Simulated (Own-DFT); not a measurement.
# Point defects and the pressure they add: zincblende InP

Calculated, not measured: single-point runs of Own-DFT, a retired in-house plane-wave DFT program that no person has reviewed, on unrelaxed cells, without spin or spin-orbit coupling.

Settings: PBE; PseudoDojo norm-conserving scalar-relativistic files; cutoff 36 hartree; 2 x 3 x 3 k mesh centred on Gamma; Fermi-Dirac smearing of 0.1 eV.

Known weak points (not all hold for every row): not probed for a lower state with spin; forces on such cells failed a check on a denser k mesh; forces not confirmed at this smearing and k mesh; stress not checked against mesh or cutoff.

All runs share one cell, with vectors in Å (17.606, 0.000, 0.000); (0.000, 11.737, 0.000); (0.000, 0.000, 11.737) and a volume of 2425.5 Å³. The atoms are randomly displaced, by u rms on each axis. The defect's site can differ from row to row.

| cell | formula | u (Å) | P (GPa) |
|---|---|---|---|
| no defect | In48P48 | 0.0203 | 3.20 |
| no defect | In48P48 | 0.0481 | 3.60 |
| no defect | In48P48 | 0.0493 | 3.53 |
| two P on an In site each | In46P50 | 0.0289 | 3.03 |
| two P on an In site each | In46P50 | 0.0313 | 3.05 |
| two P on an In site each | In46P50 | 0.0472 | 3.25 |
| two P on an In site each | In46P50 | 0.0516 | ? |
| one In on a P site and one P on an In site | In48P48 | 0.0295 | 3.50 |
| one In on a P site and one P on an In site | In48P48 | 0.0470 | 3.81 |
| one In on a P site and one P on an In site | In48P48 | 0.0524 | 3.84 |

## Analysis

P = P0 + c u² + a shift for each defect gives P0 = 3.14 GPa, c = 179 ± 16 GPa/Å² and a scatter of 0.04 GPa. The shifts, and each times the cell's volume:

- one In on a P site and one P on an In site: 0.23 ± 0.03 GPa, 3.5 eV
- two P on an In site each: -0.27 ± 0.03 GPa, -4.1 eV (-2.0 eV for each of its 2 sites)

Positive is outwards. The product with the volume (160.2 GPa Å³ to the eV) is nearly free of the cell's size; divided by the bulk modulus at the cell's pressure it gives the volume that the defect adds. The atoms around the defects weren't relaxed, which would change these numbers.

## Withheld run

Q: what pressure belongs in the blank (two P on an In site each, u = 0.0516 Å)?

The fit gives 3.34 ± 0.05 GPa. Computed: 3.36 GPa.
